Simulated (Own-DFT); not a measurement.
# Computed records: TiO2 (rutile, atoms displaced)

A calculation, not a measurement: plane-wave PBE density functional theory by an unreviewed code, no spin, of a simulated periodic cell, stress positive in tension, free energy of the whole cell less one offset for each atom, some atoms lie very close together; oxygen file: force components 24 meV/angstrom off all-electron in one glass; forces on such cells passed a denser k mesh, this cell's mesh not checked; offsets are fitted by least squares, one for each functional and potential file, so energies compare only between cells with the same atoms and settings and are not formation energies; the far tail of each file's local potential was reset to the Coulomb form; each entry is a single point on an unrelaxed cell, so the pressure reflects the starting lattice, mostly measured values (interpolated for alloys), from which strain is counted, and rises with the displacements; printed positions are rounded, which can move forces by about a meV/angstrom; the program, named Own-DFT, is a retired in-house code; no spin-orbit coupling; before rounding, a Quantum ESPRESSO 7.3.1 run of the same cell and cutoff gave forces within 1 meV/angstrom rms on each cell, which checks the program and not the settings. Program: Own-DFT development build.

Settings shared by all entries: functional PBE; potential files PseudoDojo norm-conserving, scalar-relativistic, standard set; wave cutoff 72 hartree; occupations Fermi-Dirac; smearing width 0.1 eV; k mesh 3 x 3 x 3 centred on Gamma.

```json
{"entry": 1, "formula": "TiO2", "kind": "rutile, atoms displaced", "structure": {"cell_angstrom": [[9.1874, 0.0, 0.0], [0.0, 9.1874, 0.0], [0.0, 0.0, 8.8761]], "atoms_fractional": [["Ti", 0.9993, 0.9995, 0.00179], ["Ti", 0.24187, 0.26966, 0.16983], ["O", 0.12886, 0.16268, 0.97815], ["O", 0.36091, 0.35549, 0.0034], ["O", 0.40191, 0.11267, 0.17561], ["O", 0.08683, 0.39364, 0.15746], ["Ti", 0.99657, 0.98358, 0.3353], ["Ti", 0.22926, 0.24801, 0.48348], ["O", 0.14163, 0.14221, 0.34641], ["O", 0.36231, 0.33023, 0.32877], ["O", 0.41646, 0.08537, 0.50759], ["O", 0.07668, 0.41991, 0.51334], ["Ti", 0.00468, 0.99443, 0.66013], ["Ti", 0.2419, 0.27002, 0.83694], ["O", 0.15572, 0.1462, 0.67956], ["O", 0.36345, 0.32674, 0.66724], ["O", 0.40876, 0.07738, 0.82365], ["O", 0.09848, 0.43237, 0.82002], ["Ti", 0.01044, 0.49682, 0.98976], ["Ti", 0.24552, 0.73527, 0.1599], ["O", 0.15864, 0.64691, 0.00225], ["O", 0.3643, 0.8317, 0.97633], ["O", 0.40127, 0.58907, 0.15892], ["O", 0.09917, 0.90609, 0.1791], ["Ti", 0.00773, 0.50706, 0.29177], ["Ti", 0.2529, 0.75358, 0.51355], ["O", 0.17025, 0.65555, 0.33346], ["O", 0.36704, 0.86405, 0.33363], ["O", 0.40942, 0.6186, 0.51527], ["O", 0.12002, 0.89828, 0.50582], ["Ti", 0.01683, 0.51734, 0.67815], ["Ti", 0.27903, 0.72516, 0.83066], ["O", 0.14631, 0.64007, 0.67081], ["O", 0.34791, 0.85428, 0.68316], ["O", 0.39061, 0.60493, 0.83456], ["O", 0.09417, 0.92642, 0.83164], ["Ti", 0.51433, 0.01571, 0.00059], ["Ti", 0.73778, 0.25479, 0.16833], ["O", 0.63045, 0.12412, 0.98505], ["O", 0.84733, 0.36917, 0.98985], ["O", 0.86101, 0.07865, 0.16706], ["O", 0.58532, 0.39602, 0.14537], ["Ti", 0.48498, 0.99078, 0.34329], ["Ti", 0.74516, 0.27567, 0.47739], ["O", 0.6564, 0.16335, 0.33055], ["O", 0.86003, 0.34009, 0.35552], ["O", 0.91893, 0.09129, 0.48802], ["O", 0.60918, 0.42656, 0.51508], ["Ti", 0.50637, 0.00376, 0.65264], ["Ti", 0.76072, 0.22695, 0.83761], ["O", 0.62388, 0.14034, 0.67619], ["O", 0.85225, 0.34108, 0.65514], ["O", 0.9199, 0.10224, 0.85215], ["O", 0.59331, 0.41714, 0.82445], ["Ti", 0.49364, 0.50224, 0.97951], ["Ti", 0.76092, 0.75623, 0.16686], ["O", 0.66406, 0.6644, 0.00907], ["O", 0.83955, 0.82783, 0.99174], ["O", 0.91905, 0.59907, 0.16735], ["O", 0.61772, 0.88867, 0.14864], ["Ti", 0.4887, 0.49654, 0.3447], ["Ti", 0.74745, 0.75249, 0.49916], ["O", 0.66757, 0.63806, 0.33626], ["O", 0.81999, 0.83271, 0.34995], ["O", 0.90045, 0.58314, 0.51318], ["O", 0.58329, 0.90382, 0.50795], ["Ti", 0.49333, 0.5253, 0.67238], ["Ti", 0.74458, 0.74871, 0.85527], ["O", 0.63757, 0.66856, 0.67156], ["O", 0.83733, 0.85833, 0.66712], ["O", 0.9111, 0.60489, 0.84708], ["O", 0.59011, 0.88877, 0.8429]]}, "results": {"free_energy_of_cell_above_offsets [eV]": "7.958", "pressure [GPa]": 20.86, "stress_xx [GPa]": -20.38, "stress_yy [GPa]": -21.32, "stress_zz [GPa]": -20.87, "stress_yz [GPa]": 1.2, "stress_xz [GPa]": -0.39, "stress_xy [GPa]": -1.19, "force_element": ["Ti", "Ti", "O", "O", "O", "O", "Ti", "Ti", "O", "O", "O", "O", "Ti", "Ti", "O", "O", "O", "O", "Ti", "Ti", "O", "O", "O", "O", "Ti", "Ti", "O", "O", "O", "O", "Ti", "Ti", "O", "O", "O", "O", "Ti", "Ti", "O", "O", "O", "O", "Ti", "Ti", "O", "O", "O", "O", "Ti", "Ti", "O", "O", "O", "O", "Ti", "Ti", "O", "O", "O", "O", "Ti", "Ti", "O", "O", "O", "O", "Ti", "Ti", "O", "O", "O", "O"], "force_x [eV/angstrom]": [1.209, 3.847, 2.028, -3.058, -0.856, 1.275, -1.969, 0.454, 0.394, -1.429, -4.821, 4.636, -0.739, 1.969, 0.005, -1.547, -2.19, 5.058, -3.268, 2.402, -0.411, -1.891, -0.527, 0.617, 0.626, 0.547, -1.034, -5.801, -0.753, -1.955, -9.457, -10.24, 5.972, -1.783, 8.326, 0.263, -13.79, 0.12, 14.01, -1.113, 2.2, 1.552, 4.734, -1.548, -0.846, 2.671, -1.095, -1.636, -1.687, 0.621, 6.409, -1.694, -4.086, 0.225, 3.816, -3.345, -3.428, 6.0, -2.458, -1.075, 2.653, -1.213, -2.363, 5.473, -1.787, 3.484, 3.975, -2.677, -0.891, 1.522, -0.348, 1.712], "force_y [eV/angstrom]": [-0.923, -4.529, 1.355, -1.42, -0.303, -1.409, 1.077, 1.328, 0.896, 1.202, 3.986, -4.192, -0.348, -2.959, 1.582, 1.596, 2.226, -6.053, 1.229, 1.77, -0.045, -0.481, 0.875, -0.982, -0.603, 0.901, -1.105, -6.203, -0.991, 0.676, -0.498, 13.73, 6.256, -2.565, -10.13, -2.381, -12.34, -0.41, 13.77, -2.563, 0.088, -0.401, 4.345, -1.809, 0.063, 2.636, -0.02, -0.48, -2.799, 2.229, 5.277, -2.15, 1.709, -0.278, -0.997, 0.2, -4.713, 4.932, 2.831, 1.262, 1.8, -3.736, -1.41, 4.885, 2.991, -3.54, -2.459, 0.021, -1.596, 0.495, 0.005, -0.403], "force_z [eV/angstrom]": [-0.206, -1.664, 2.454, -0.161, -0.721, -0.226, 0.831, 5.575, -2.229, 0.972, -3.507, -3.339, 1.251, -3.144, -1.377, 0.166, 2.436, 5.459, -3.056, -1.213, 0.4, 2.628, 1.725, -1.444, 11.72, 0.757, -0.027, -0.69, -2.985, -0.892, -6.198, 1.0, -1.298, -1.874, -0.162, 1.091, 0.341, 0.352, -0.869, 0.628, -0.273, 1.299, -1.694, 7.63, -0.603, -6.324, 0.454, -1.61, 6.306, -4.29, 1.527, 2.255, -2.076, 0.938, 3.912, 0.661, 1.098, 3.058, -3.081, 1.802, -1.054, 5.274, -0.983, -3.316, -1.752, -3.353, -1.855, -6.745, 0.408, -0.245, 0.342, -0.214]}}
{"entry": 2, "formula": "TiO2", "kind": "rutile, atoms displaced", "structure": {"cell_angstrom": [[9.1874, 0.0, 0.0], [0.0, 9.1874, 0.0], [0.0, 0.0, 8.8761]], "atoms_fractional": [["Ti", 0.9939, 0.00159, 0.9797], ["Ti", 0.2563, 0.23898, 0.15281], ["O", 0.1713, 0.15813, 0.98058], ["O", 0.35049, 0.34584, 0.00359], ["O", 0.39798, 0.1083, 0.16699], ["O", 0.09386, 0.39655, 0.15562], ["Ti", 0.99386, 0.98978, 0.34245], ["Ti", 0.24858, 0.26716, 0.5085], ["O", 0.16861, 0.1554, 0.33942], ["O", 0.35243, 0.34966, 0.33274], ["O", 0.3972, 0.10413, 0.48789], ["O", 0.09788, 0.4048, 0.49534], ["Ti", 0.0084, 0.02506, 0.67771], ["Ti", 0.24739, 0.24743, 0.82865], ["O", 0.16249, 0.14185, 0.68405], ["O", 0.34542, 0.35651, 0.6637], ["O", 0.41788, 0.10612, 0.84084], ["O", 0.10523, 0.39194, 0.84795], ["Ti", 0.98708, 0.50507, 0.99235], ["Ti", 0.23501, 0.75488, 0.14459], ["O", 0.15261, 0.64553, 0.01173], ["O", 0.3322, 0.84728, 0.01943], ["O", 0.40899, 0.58689, 0.15741], ["O", 0.10459, 0.91768, 0.15585], ["Ti", 0.00339, 0.49301, 0.35474], ["Ti", 0.23035, 0.73405, 0.52541], ["O", 0.15125, 0.65789, 0.33206], ["O", 0.34504, 0.86027, 0.34913], ["O", 0.38987, 0.59222, 0.49605], ["O", 0.09446, 0.91, 0.49231], ["Ti", 0.98949, 0.4843, 0.65364], ["Ti", 0.23571, 0.77346, 0.8749], ["O", 0.15644, 0.66317, 0.65434], ["O", 0.35812, 0.86207, 0.67409], ["O", 0.39926, 0.59356, 0.79217], ["O", 0.1222, 0.89528, 0.8258], ["Ti", 0.48796, 0.99335, 0.99037], ["Ti", 0.75981, 0.25776, 0.16769], ["O", 0.67262, 0.14013, 0.01133], ["O", 0.8462, 0.36055, 0.01184], ["O", 0.90146, 0.08408, 0.16511], ["O", 0.57649, 0.39236, 0.1729], ["Ti", 0.50005, 0.99284, 0.33845], ["Ti", 0.74518, 0.27805, 0.48946], ["O", 0.64705, 0.15047, 0.34369], ["O", 0.84157, 0.34786, 0.31415], ["O", 0.91906, 0.10567, 0.50848], ["O", 0.61852, 0.41201, 0.50132], ["Ti", 0.51131, 0.01735, 0.66705], ["Ti", 0.75216, 0.24969, 0.80322], ["O", 0.64805, 0.15737, 0.65469], ["O", 0.85758, 0.35434, 0.66275], ["O", 0.90931, 0.10477, 0.79395], ["O", 0.59985, 0.38034, 0.82509], ["Ti", 0.4982, 0.51955, 0.00525], ["Ti", 0.76454, 0.72689, 0.18797], ["O", 0.63745, 0.65255, 0.99308], ["O", 0.82518, 0.84818, 0.9686], ["O", 0.89855, 0.59097, 0.15366], ["O", 0.59827, 0.91615, 0.17534], ["Ti", 0.50248, 0.48046, 0.31526], ["Ti", 0.74583, 0.77272, 0.50415], ["O", 0.63996, 0.65687, 0.34482], ["O", 0.83681, 0.85794, 0.36741], ["O", 0.90524, 0.58989, 0.49382], ["O", 0.58332, 0.90517, 0.48166], ["Ti", 0.50054, 0.48368, 0.6351], ["Ti", 0.76608, 0.74976, 0.83374], ["O", 0.65442, 0.6557, 0.68518], ["O", 0.83433, 0.84017, 0.66374], ["O", 0.89246, 0.60708, 0.82226], ["O", 0.59823, 0.89135, 0.82222]]}, "results": {"free_energy_of_cell_above_offsets [eV]": "7.278", "pressure [GPa]": 20.84, "stress_xx [GPa]": -19.19, "stress_yy [GPa]": -18.12, "stress_zz [GPa]": -25.22, "stress_yz [GPa]": -0.13, "stress_xz [GPa]": 2.97, "stress_xy [GPa]": -0.27, "force_element": ["Ti", "Ti", "O", "O", "O", "O", "Ti", "Ti", "O", "O", "O", "O", "Ti", "Ti", "O", "O", "O", "O", "Ti", "Ti", "O", "O", "O", "O", "Ti", "Ti", "O", "O", "O", "O", "Ti", "Ti", "O", "O", "O", "O", "Ti", "Ti", "O", "O", "O", "O", "Ti", "Ti", "O", "O", "O", "O", "Ti", "Ti", "O", "O", "O", "O", "Ti", "Ti", "O", "O", "O", "O", "Ti", "Ti", "O", "O", "O", "O", "Ti", "Ti", "O", "O", "O", "O"], "force_x [eV/angstrom]": [-1.131, -0.653, -3.914, 0.339, 1.173, -0.738, 2.401, 2.724, -1.674, -0.497, 0.051, 0.409, 4.304, 3.237, 0.725, -0.364, -0.334, -2.049, 1.724, -1.262, -1.241, 5.516, -2.314, -1.148, 2.023, 8.995, -1.626, -0.362, 1.278, 0.261, 2.209, 5.84, -7.74, -1.168, 0.087, -6.623, 4.63, -2.959, -0.454, -0.311, 0.627, 3.777, -3.956, 1.081, 2.388, 2.472, -1.031, 0.285, -3.763, -4.74, 2.414, -1.176, -4.926, 1.292, -0.529, -4.253, 1.96, 5.84, -0.723, 0.702, -3.254, -5.228, 2.045, 2.469, -1.188, 3.294, -3.004, -6.665, -1.429, 3.26, 4.367, -1.771], "force_y [eV/angstrom]": [0.469, 1.525, -3.939, 0.704, -1.615, 1.055, 2.336, -4.447, 0.27, 0.171, 1.347, -0.893, -6.582, 3.465, 0.816, -1.327, 0.332, 1.95, -3.384, -1.67, -0.903, 4.153, 2.472, -0.781, 1.639, 7.94, -1.335, -0.737, -1.117, -1.253, 3.901, -7.595, -6.909, -0.344, 0.232, 5.634, 0.968, -4.713, 0.405, -0.452, 0.504, -2.168, 0.839, -6.223, 2.933, 2.506, 1.12, 0.691, -4.133, 1.171, 1.497, -1.528, 3.513, -0.266, -2.625, 1.988, 0.683, 6.284, 1.771, -1.721, 3.291, -3.54, -0.211, 0.606, 0.777, -2.037, 6.327, -3.437, -2.043, 3.065, -3.983, 2.559], "force_z [eV/angstrom]": [5.7, 2.068, 1.615, -0.861, -1.462, 0.67, 0.389, -4.347, 0.291, 1.025, 2.557, 1.978, -10.76, 1.725, -2.306, 0.071, -0.732, -1.862, -0.073, 14.97, -1.821, -1.449, 2.279, -1.234, -7.644, -11.51, -0.47, -2.121, -0.063, 0.631, 3.953, -10.52, 11.44, 0.44, 3.256, -0.733, 2.124, -4.622, -1.641, -1.5, -1.503, -3.627, -3.288, -2.992, 0.819, 3.972, -0.569, -2.979, -0.678, 5.909, -0.693, -0.448, 8.335, -0.29, -5.629, -0.674, 1.88, 8.487, 2.114, -2.18, 3.22, 4.666, -2.094, -5.807, 1.123, 5.068, 6.335, -5.764, -3.002, 0.036, -0.12, 0.919]}}
{"entry": 3, "formula": "TiO2", "kind": "rutile, atoms displaced", "structure": {"cell_angstrom": [[9.1874, 0.0, 0.0], [0.0, 9.1874, 0.0], [0.0, 0.0, 8.8761]], "atoms_fractional": [["Ti", 0.00266, 0.98733, 0.01257], ["Ti", 0.26078, 0.22227, 0.153], ["O", 0.14322, 0.14337, 0.99688], ["O", 0.33689, 0.33316, 0.97865], ["O", 0.3957, 0.08284, 0.15227], ["O", 0.0977, 0.39888, 0.17575], ["Ti", 0.99558, 0.98518, 0.35388], ["Ti", 0.25002, 0.24587, 0.50299], ["O", 0.14115, 0.14709, 0.33986], ["O", 0.36644, 0.35166, 0.32064], ["O", 0.39545, 0.08775, 0.5014], ["O", 0.08006, 0.39172, 0.50082], ["Ti", 0.01745, 0.99047, 0.67666], ["Ti", 0.25432, 0.24564, 0.84353], ["O", 0.13398, 0.14792, 0.64849], ["O", 0.36356, 0.30361, 0.68576], ["O", 0.37156, 0.10255, 0.82667], ["O", 0.11055, 0.39299, 0.84534], ["Ti", 0.99193, 0.48019, 0.97363], ["Ti", 0.22968, 0.75174, 0.17529], ["O", 0.15216, 0.64632, 0.00652], ["O", 0.34247, 0.85724, 0.99686], ["O", 0.42855, 0.58404, 0.15855], ["O", 0.09114, 0.90574, 0.15929], ["Ti", 0.00355, 0.50518, 0.31923], ["Ti", 0.25725, 0.73897, 0.5169], ["O", 0.14753, 0.66006, 0.34861], ["O", 0.35234, 0.83941, 0.34044], ["O", 0.40607, 0.61224, 0.51141], ["O", 0.09399, 0.89735, 0.49834], ["Ti", 0.99935, 0.4934, 0.66627], ["Ti", 0.2701, 0.75273, 0.82551], ["O", 0.16665, 0.65257, 0.6746], ["O", 0.34072, 0.86455, 0.69106], ["O", 0.4185, 0.60091, 0.85833], ["O", 0.10659, 0.89311, 0.84851], ["Ti", 0.50146, 0.97786, 0.0045], ["Ti", 0.76692, 0.25658, 0.18097], ["O", 0.65903, 0.15854, 0.01039], ["O", 0.83668, 0.34, 0.9925], ["O", 0.90624, 0.0944, 0.17682], ["O", 0.6082, 0.38345, 0.16079], ["Ti", 0.49771, 0.00518, 0.33777], ["Ti", 0.73315, 0.26625, 0.52727], ["O", 0.65214, 0.16492, 0.32497], ["O", 0.85782, 0.35901, 0.32817], ["O", 0.88088, 0.09713, 0.49543], ["O", 0.58157, 0.41504, 0.5185], ["Ti", 0.49244, 0.03622, 0.68891], ["Ti", 0.75151, 0.24211, 0.84204], ["O", 0.64332, 0.15466, 0.69166], ["O", 0.8662, 0.36965, 0.66793], ["O", 0.88911, 0.11812, 0.81577], ["O", 0.58799, 0.41116, 0.84187], ["Ti", 0.5054, 0.51096, 0.01871], ["Ti", 0.74996, 0.75133, 0.1494], ["O", 0.64221, 0.66684, 0.9833], ["O", 0.81371, 0.81714, 0.96829], ["O", 0.91473, 0.61087, 0.18219], ["O", 0.6225, 0.90533, 0.17928], ["Ti", 0.48584, 0.491, 0.3004], ["Ti", 0.74383, 0.74772, 0.51822], ["O", 0.64673, 0.67714, 0.36328], ["O", 0.84853, 0.85905, 0.33635], ["O", 0.94079, 0.59754, 0.50004], ["O", 0.58437, 0.90842, 0.49435], ["Ti", 0.50923, 0.49436, 0.66387], ["Ti", 0.77016, 0.74858, 0.81132], ["O", 0.64891, 0.65152, 0.67437], ["O", 0.85366, 0.85159, 0.6654], ["O", 0.87618, 0.55924, 0.82199], ["O", 0.59524, 0.904, 0.85372]]}, "results": {"free_energy_of_cell_above_offsets [eV]": "2.500", "pressure [GPa]": 18.59, "stress_xx [GPa]": -15.1, "stress_yy [GPa]": -17.13, "stress_zz [GPa]": -23.54, "stress_yz [GPa]": -1.76, "stress_xz [GPa]": 0.98, "stress_xy [GPa]": -0.12, "force_element": ["Ti", "Ti", "O", "O", "O", "O", "Ti", "Ti", "O", "O", "O", "O", "Ti", "Ti", "O", "O", "O", "O", "Ti", "Ti", "O", "O", "O", "O", "Ti", "Ti", "O", "O", "O", "O", "Ti", "Ti", "O", "O", "O", "O", "Ti", "Ti", "O", "O", "O", "O", "Ti", "Ti", "O", "O", "O", "O", "Ti", "Ti", "O", "O", "O", "O", "Ti", "Ti", "O", "O", "O", "O", "Ti", "Ti", "O", "O", "O", "O", "Ti", "Ti", "O", "O", "O", "O"], "force_x [eV/angstrom]": [-1.491, -3.073, -0.384, 3.178, -0.098, 1.022, -2.552, -2.532, 2.714, -2.837, -0.337, 3.774, -0.433, -4.915, 0.781, 0.299, 4.088, -2.052, 1.053, -0.082, 0.146, 0.069, -8.338, 1.464, 0.71, 0.649, 1.922, -0.47, -0.27, 1.113, 4.264, -0.384, -0.822, 1.315, -2.692, -2.305, 1.49, 0.543, -1.199, 2.924, 0.015, -2.339, 1.491, 3.108, -0.993, -1.818, 0.068, 3.85, -1.136, -1.966, 0.5, -6.277, 3.322, 1.384, 5.98, -0.618, -0.627, 6.966, -2.461, -1.906, 5.516, -0.688, -0.06, -0.442, -3.431, 1.195, -3.172, -3.019, -0.21, 0.623, 0.756, 0.135], "force_y [eV/angstrom]": [2.98, 1.482, -0.557, 2.757, 0.842, -0.776, 2.817, 0.466, 1.035, -2.645, 1.151, -1.531, 1.408, 0.595, 0.102, 3.154, -5.75, 1.729, 0.61, -0.397, 0.376, -0.757, 8.765, -2.071, -1.519, 0.912, 0.504, 0.469, -1.152, -0.622, 2.465, -2.732, -0.743, 0.73, 1.189, 1.197, 0.415, -2.211, -1.47, 2.675, -0.419, 3.388, -1.545, -2.094, -0.146, -0.416, 0.671, -3.989, -3.247, 1.171, 1.323, -6.008, -3.707, -1.347, -4.131, -1.384, -2.143, 6.734, 1.509, 0.672, -1.983, 0.336, -2.356, -1.717, 2.409, 0.223, 2.159, -4.13, 0.041, 0.69, 2.977, 0.566], "force_z [eV/angstrom]": [-1.005, 1.624, 1.186, 5.964, 1.509, -1.765, -0.945, -0.18, -0.727, 0.558, 0.121, 0.253, -0.425, -3.678, 0.336, -3.815, 1.987, -1.093, 3.976, -0.485, 0.899, 1.846, 3.313, 1.684, 1.34, -2.13, -1.47, -1.652, -0.365, 2.517, -3.657, 3.503, 0.77, -2.917, -1.597, -0.636, 1.211, -0.215, -1.167, 1.689, -2.003, 0.701, 1.603, -3.401, 2.222, 1.731, 1.028, -5.274, -2.702, 3.613, -2.944, -1.592, -0.048, -1.432, -13.39, 3.17, 2.716, 7.413, -2.803, -1.163, 9.812, -5.32, -2.145, -0.302, 1.545, 1.27, 6.757, -2.908, -0.959, -0.199, 1.892, -3.242]}}
```
